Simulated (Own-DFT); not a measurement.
# Which defects push the lattice out? zincblende GaP

No measurement is shown. These are fixed-geometry runs of a retired plane-wave code named Own-DFT, which no person has reviewed; spin and spin-orbit coupling are neglected.

Settings: PBE; PseudoDojo norm-conserving scalar-relativistic files; cutoff 42 hartree; 2 x 3 x 3 k mesh centred on Gamma; Fermi-Dirac smearing of 0.1 eV.

Caveats (not all hold for every row): not probed for a lower state with spin; forces on such cells failed a check on a denser k mesh; forces on such cells moved up to 12 meV/angstrom on a denser k mesh; forces on such cells passed a denser k mesh, each cell not checked; stress not checked against mesh or cutoff.

All runs share one cell, with vectors in Å (16.352, 0.000, 0.000); (0.000, 10.901, 0.000); (0.000, 0.000, 10.901) and a volume of 1943.1 Å³. Atoms were moved at random from their sites; u is the rms move along one axis. The defect's site can differ from row to row.

| cell | formula | u (Å) | P (GPa) |
|---|---|---|---|
| no defect | Ga48P48 | 0.0200 | 2.73 |
| no defect | Ga48P48 | 0.0526 | 3.31 |
| no defect | Ga48P48 | 0.0527 | 3.47 |
| one Ga on a P site | Ga49P47 | 0.0281 | 3.15 |
| one Ga on a P site | Ga49P47 | 0.0493 | 3.56 |
| one Ga on a P site | Ga49P47 | 0.0510 | 3.62 |
| two P on a Ga site each | Ga46P50 | 0.0301 | 2.99 |
| two P on a Ga site each | Ga46P50 | 0.0503 | 3.29 |
| two P on a Ga site each | Ga46P50 | 0.0508 | 3.35 |
| one Ga on a P site and one P on a Ga site | Ga48P48 | 0.0293 | 2.94 |
| one Ga on a P site and one P on a Ga site | Ga48P48 | 0.0472 | 3.35 |
| one Ga on a P site and one P on a Ga site | Ga48P48 | 0.0478 | 3.28 |
| two P vacancies | Ga48P46 | 0.0278 | 2.43 |
| two P vacancies | Ga48P46 | 0.0312 | ? |
| two P vacancies | Ga48P46 | 0.0517 | 2.80 |
| two P vacancies | Ga48P46 | 0.0524 | 3.01 |

## Fit

P = P0 + c u² + a shift for each defect gives P0 = 2.66 GPa, c = 255 ± 20 GPa/Å² and a scatter of 0.07 GPa. The shifts, and each times the cell's volume:

- one Ga on a P site: 0.29 ± 0.06 GPa, 3.5 eV
- one Ga on a P site and one P on a Ga site: 0.08 ± 0.06 GPa, 0.9 eV (not resolved)
- two P on a Ga site each: 0.04 ± 0.06 GPa, 0.5 eV (0.2 eV for each of its 2 sites) (not resolved)
- two P vacancies: -0.44 ± 0.06 GPa, -5.4 eV (-2.7 eV for each of its 2 sites)

Against the defect-free cell, a freed cell would be larger where the shift is positive and smaller where it is negative (160.2 GPa Å³ is 1 eV). The atoms around the defects weren't relaxed, which would change these numbers.

## Test on the hidden row

Question: what pressure belongs in the blank (two P vacancies, u = 0.0312 Å)?

Estimate: 2.47 ± 0.08 GPa. The hidden result is 2.49 GPa.
